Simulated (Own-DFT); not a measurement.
GaP (zincblende, atoms displaced) (calculated)

Computed with Own-DFT development build. A calculation, not a measurement: plane-wave PBE density functional theory by an unreviewed code, no spin, of a simulated periodic cell, stress positive in tension, free energy of the whole cell less one offset for each atom, forces on such cells passed a denser k mesh, this cell's mesh not checked; offsets are fitted by least squares, one for each functional and potential file, so energies compare only between cells with the same atoms and settings and are not formation energies; the far tail of each file's local potential was reset to the Coulomb form; each entry is a single point on an unrelaxed cell, so the pressure reflects the starting lattice, mostly measured values (interpolated for alloys), from which strain is counted, and rises with the displacements; printed positions are rounded, which can move forces by about a meV/angstrom; the program, named Own-DFT, is a retired in-house code; no spin-orbit coupling.

### GaP (zincblende, atoms displaced)

```
GaP
1.0
     10.9010     0.0000     0.0000
      0.0000    10.9010     0.0000
      0.0000     0.0000    10.9010
Ga P Ga P Ga P Ga P Ga P Ga P Ga P Ga P
4 4 4 4 4 4 4 4 4 4 4 4 4 4 4 4
Direct
  0.99928 0.99643 0.00599
  0.00146 0.25457 0.25315
  0.24638 0.99714 0.24999
  0.25602 0.25194 0.99653
  0.11907 0.13170 0.12701
  0.12643 0.36662 0.37371
  0.37442 0.12668 0.37082
  0.36772 0.37293 0.13132
  0.99253 0.00097 0.50615
  0.00307 0.25139 0.74430
  0.25227 0.98826 0.75400
  0.25099 0.25315 0.50144
  0.13340 0.12876 0.62925
  0.12336 0.37530 0.87422
  0.37416 0.12380 0.88217
  0.37220 0.37960 0.62979
  0.00294 0.50283 0.00316
  0.99357 0.74526 0.24464
  0.24431 0.49951 0.25017
  0.24727 0.74856 0.00350
  0.12680 0.62055 0.12451
  0.12574 0.87823 0.37742
  0.37950 0.62263 0.36398
  0.37575 0.87501 0.12207
  0.99429 0.49438 0.49704
  0.00629 0.75677 0.75188
  0.25101 0.49248 0.75725
  0.25659 0.74789 0.49808
  0.12583 0.61854 0.62411
  0.11837 0.87002 0.87894
  0.37546 0.62420 0.87235
  0.37626 0.86865 0.62433
  0.48787 0.99800 0.00229
  0.49355 0.25220 0.25507
  0.74922 0.00204 0.25919
  0.75066 0.24745 0.99637
  0.62726 0.13047 0.13463
  0.62996 0.37692 0.37165
  0.87641 0.12396 0.37607
  0.88099 0.37829 0.12358
  0.50427 0.99901 0.49752
  0.49930 0.24767 0.74951
  0.74540 0.99379 0.74849
  0.75038 0.25100 0.50018
  0.62562 0.12621 0.61656
  0.63312 0.37899 0.86961
  0.87927 0.13942 0.87256
  0.86659 0.37044 0.62491
  0.49753 0.50738 0.99755
  0.49449 0.75164 0.25344
  0.75604 0.49609 0.25262
  0.75621 0.75068 0.99542
  0.62501 0.62193 0.13069
  0.62662 0.88424 0.37519
  0.87963 0.62398 0.37069
  0.87134 0.87465 0.13566
  0.49506 0.50600 0.50139
  0.50255 0.75297 0.74713
  0.74613 0.50639 0.74532
  0.74710 0.76010 0.49803
  0.62431 0.62482 0.63197
  0.62546 0.87067 0.88089
  0.87280 0.62199 0.87488
  0.87173 0.87332 0.61825
```

```
functional      : PBE
potential files : PseudoDojo norm-conserving, scalar-relativistic, standard set
wave cutoff     : 42 hartree
occupations     : Fermi-Dirac
smearing width  : 0.1 eV
k mesh          : 3 x 3 x 3 centred on Gamma
```

Question: GaP (zincblende, atoms displaced): pressure?
Answer: 3.19 GPa

Further results for GaP (zincblende, atoms displaced):

```
free energy of cell above offsets : -33.455 eV
stress xx                         : -3.18 GPa
stress yy                         : -3.17 GPa
stress zz                         : -3.23 GPa
stress yz                         : 0.38 GPa
stress xz                         : -0.02 GPa
stress xy                         : -0.19 GPa
```

Force:
```
element  x (eV/Å)  y (eV/Å)  z (eV/Å)
     Ga    -0.512     0.883    -0.069
     Ga    -0.718    -0.532    -0.439
     Ga    -0.053     0.654    -0.346
     Ga     -1.19     0.071     0.667
      P     0.897    -0.745    -0.467
      P    -0.045     1.251     0.658
      P    -0.284    -0.646     0.899
      P     0.802     0.573    -0.881
     Ga     1.259     0.491    -0.357
     Ga     0.055     0.376     0.066
     Ga    -0.185     0.745     0.052
     Ga     0.514    -0.341    -0.008
      P    -0.509    -1.009    -0.189
      P    -0.051    -0.231     0.431
      P     0.055    -0.182    -1.348
      P     0.531    -0.601    -0.622
     Ga     -0.24    -0.311    -0.681
     Ga     1.288     0.361     0.512
     Ga      0.16    -0.397     0.224
     Ga     0.419    -0.288    -0.429
      P    -0.259     0.811     0.231
      P    -0.502    -0.741     0.085
      P    -0.992    -0.085     1.226
      P    -0.892    -0.471     0.856
     Ga     0.414    -0.064     0.312
     Ga    -1.083    -1.487    -1.039
     Ga    -0.413      0.96    -0.344
     Ga     -0.81    -0.514    -0.326
      P     0.085     0.339     0.083
      P     0.944     0.813     0.529
      P    -0.357     0.679     0.046
      P     0.317     0.778    -0.185
     Ga     2.032     0.531     0.192
     Ga     0.811     0.343    -0.328
     Ga      0.28     0.591    -0.879
     Ga    -0.166     0.662     0.687
      P    -0.479    -0.518    -0.944
      P     -0.89    -0.083     0.859
      P     0.136     0.603     0.191
      P    -0.555    -0.529     0.091
     Ga    -1.031     0.574     0.281
     Ga     0.399     0.182     0.038
     Ga     0.353     0.927     0.231
     Ga    -0.215    -0.211    -0.757
      P    -0.301     -0.33     1.078
      P    -1.255     -0.39     0.682
      P    -0.209    -2.301     -0.04
      P      0.84     0.819     0.141
     Ga     0.446     -0.97     0.564
     Ga     1.326     0.428    -0.826
     Ga    -0.168     0.374    -0.584
     Ga    -0.466    -0.431     1.169
      P     0.249     0.615    -0.395
      P    -0.773    -1.428    -0.186
      P    -0.887     0.193     0.876
      P    -0.189     0.253    -1.145
     Ga     0.754    -0.565    -0.105
     Ga    -0.078    -0.309      0.77
     Ga     0.908    -0.746     0.439
     Ga    -0.103    -1.565    -0.315
      P    -0.232     0.889    -1.697
      P    -0.512     0.771    -0.324
      P     0.861     0.403    -0.391
      P      0.47     0.078     1.481
```
